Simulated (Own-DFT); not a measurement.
# Stretching a layer in its plane: wurtzite AlGaN with randomly placed atoms, 96 atoms (Al12Ga36N48)

The numbers are computed, not measured, by runs of the plane-wave DFT program Own-DFT (in-house, retired, unreviewed) at fixed positions, with no spin and no spin-orbit coupling.

Method: PBE; PseudoDojo norm-conserving scalar-relativistic files (stringent for Ga); cutoff 96 hartree; 3 x 4 x 3 k mesh centred on Gamma; Gaussian smearing of 0.01 eV.

Limits: k mesh not checked against a denser one; stress not checked against mesh or cutoff.

Unstrained cell vectors in Å: (12.679, 0.000, 0.000); (-4.755, 8.235, 0.000); (0.000, 0.000, 10.268). The unstrained cell has measured lattice constants (interpolated for alloys), not those of this functional. That, the random moves and any unrelaxed bonds set the pressure at no strain. Each run strains x and y alike by e, as a substrate would, and holds the height along z. Random moves of width 0.05 Å per axis were added to every atom. The random placing of the alloy's atoms differs from row to row. Stress is positive in tension.

```
e (%),u (Å),(s_xx + s_yy)/2 (GPa),s_zz (GPa)
-2.25,0.048,-20.01,-12.28
-2.00,0.048,?,?
-1.00,0.051,-12.20,-9.14
-0.75,0.051,-11.28,-7.92
-0.50,0.050,-10.76,-7.45
0.50,0.049,-4.15,-6.43
0.75,0.052,-2.91,-7.13
1.25,0.049,-0.39,-5.28
1.75,0.053,1.57,-4.36
2.75,0.047,6.66,-4.87
```

## Fit

With e as a fraction, the in-plane stress is -7.1 + 541 e - 1470 e² GPa (errors 11 and 688, scatter 0.47), and s_zz is -7.0 + 163 e - 2860 e² GPa (slope ± 15, scatter 0.64). At e = 0 the first slope is C11 + C12 and the second 2 C13, both with the ions held to the strained lattice and at the cell's own pressure. A free layer would change its height as e changes, and the in-plane slope would drop by 2 C13²/C33 to the biaxial modulus. At fixed height, a misfit of 1 % moves the in-plane stress by about 5.4 GPa and s_zz by 1.6 GPa.

## Check

Asked: what are the two stresses at e = -2.00 %?

Estimate: -18.5 and -11.4 GPa. The calculation gave -17.88 and -12.09 GPa.
